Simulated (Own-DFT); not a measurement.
# Response to strain: beta-Si3N4, 112 atoms (N64Si48)

These are calculations, not measurements. They come from Own-DFT, an in-house plane-wave density functional program, since retired, whose code no person has reviewed. Each row is one single-point run on a periodic cell that was not relaxed, without spin or spin-orbit coupling.

Settings of every run: PBE; PseudoDojo norm-conserving scalar-relativistic files; cutoff 42 hartree; 2 x 2 x 4 k mesh centred on Gamma; Fermi-Dirac smearing of 0.1 eV.

Known limits: forces on such cells moved up to 12 meV/angstrom on a denser k mesh; stress not checked against mesh or cutoff.

Unstrained cell vectors in Å: (15.212, 0.000, 0.000); (-7.606, 13.174, 0.000); (0.000, 0.000, 5.818). The unstrained cell has measured lattice constants (interpolated for alloys), not those of this functional. That, the random moves and any unrelaxed bonds set the pressure at no strain. Each run strains this cell uniformly, with the atoms carried along. Every atom was also moved at random, by a Gaussian of width 0.05 Å on each axis. Strain is the symmetric tensor, in per cent. Stress is positive in tension, and the pressure is minus a third of its trace.

```
run  e_xx (%)  e_yy (%)  e_zz (%)  e_yz (%)  e_xz (%)  e_xy (%)  s_xx (GPa)  s_yy (GPa)  s_zz (GPa)  s_yz (GPa)  s_xz (GPa)  s_xy (GPa)  P (GPa)  E (meV/atom)
  1      0.63     -1.19      1.44      0.88     -0.99      0.29       -5.10      -12.96        0.71        3.61       -3.37        2.16     5.78           0.1
  2      0.17     -1.56      0.74     -1.14     -0.65      0.66       -7.11      -14.53       -7.25       -3.84       -2.61        2.21     9.63           2.8
  3     -0.13     -1.61      0.51      0.93      1.29      1.79      -12.18      -17.53       -5.10        2.48        4.21        9.24    11.60           9.8
  4     -1.97      1.96     -0.45      0.42      0.20     -1.49      -16.07       -1.24      -13.48        0.83        0.75       -5.74    10.26          29.7
  5     -1.54      1.79      0.19      1.71     -0.97     -1.12      -14.11       -0.47       -8.34        6.30       -2.90       -5.28     7.64          18.3
  6      0.26     -1.13      1.68      1.59     -1.64     -0.12       -5.47      -12.54       -0.51        5.48       -4.42       -1.15     6.17           7.2
  7      0.52     -0.95      1.13     -0.19      1.35     -1.86       -4.44      -11.48       -2.74        0.57        5.42       -6.18     6.22           7.3
  8     -1.63      1.49      1.84      0.79     -0.08      1.92      -11.36       -0.43       -0.89        2.34       -0.51        6.98     4.22          16.3
  9     -0.41     -0.55      0.35      0.72     -1.19      0.40      -10.93       -8.64      -10.36        0.39       -4.34       -0.54     9.98          14.6
 10     -1.95     -1.00     -0.15     -0.03      1.44     -1.39      -18.64      -15.22      -16.72        1.37        0.84       -6.35    16.86          44.3
 11     -1.35      1.30     -1.47     -0.17      1.77     -1.77      -14.82       -4.60      -21.26        0.01        5.39       -9.41    13.56          51.0
 12     -1.13      0.61     -1.12     -0.53      1.08      0.75      -13.14       -5.46      -21.27       -2.48        3.46        3.73    13.29          38.3
 13      1.88     -1.64      1.55     -1.89      0.17      1.12        0.37      -13.50       -0.31       -6.14        0.66        2.22     4.48          24.8
 14      0.41      1.00      1.60      0.88      1.40      0.35       -3.09       -1.29        1.80        1.15        3.87        2.75     0.86           5.7
 15      0.81      1.26      0.62     -1.02      0.89      0.14       -1.52       -0.52       -3.16       -2.44        1.63       -0.41     1.73           0.0
 16     -1.15      1.23     -0.26      1.75      0.12     -1.69       -9.80       -3.20      -15.01        6.47        1.77       -5.61     9.33          16.2
 17      0.17      1.38      0.17      0.94     -1.46      1.81       -3.07       -0.89       -8.91        4.55       -5.08        6.91     4.29           6.4
 18      1.16     -1.92      0.73     -0.46     -0.31     -0.56           ?           ?           ?           ?           ?           ?        ?             ?
```

E is the free energy for each atom above the lowest run shown.

## Worked fit

Each stress component was fitted by least squares to a constant and the strains of the runs shown, as fractions, with shears doubled. Shear strains stay in the fit of a normal stress only where such slopes are resolved. The slopes, in GPa:

```
stress,at no strain,per e_xx,per e_yy,per e_zz,scatter
s_xx,-7.7,505 ± 37,149 ± 27,105 ± 39,1.23
s_yy,-8.0,97 ± 29,504 ± 21,70 ± 31,0.97
s_zz,-10.6,159 ± 53,85 ± 38,675 ± 55,1.73
```

Each shear stress against twice its own strain: yz 159 ± 19, xz 154 ± 16, xy 208 ± 14 GPa. These are stiffnesses along x, y and z of the frame in which the cell vectors are given, which need not be the crystal's axes. The atoms are held to the strained lattice; where symmetry lets them move under strain, relaxing them would lower some slopes. The table should be nearly symmetric about its diagonal, and what it lacks of that shows the noise. A ninth of its sum, 261 ± 7 GPa, estimates the bulk modulus near the mean pressure of these runs, 8.0 GPa, so it lies above the value at zero pressure.

## Withheld run

Question: what normal stresses and pressure should run 18 give?

The fit gives s_xx = -3.9, s_yy = -16.1, s_zz = -5.5 and P = 8.5 GPa. The calculation gave -4.08, -12.45, -8.12 and P = 8.21 GPa. This run lies off the fit, by chance or by something that the fit leaves out.
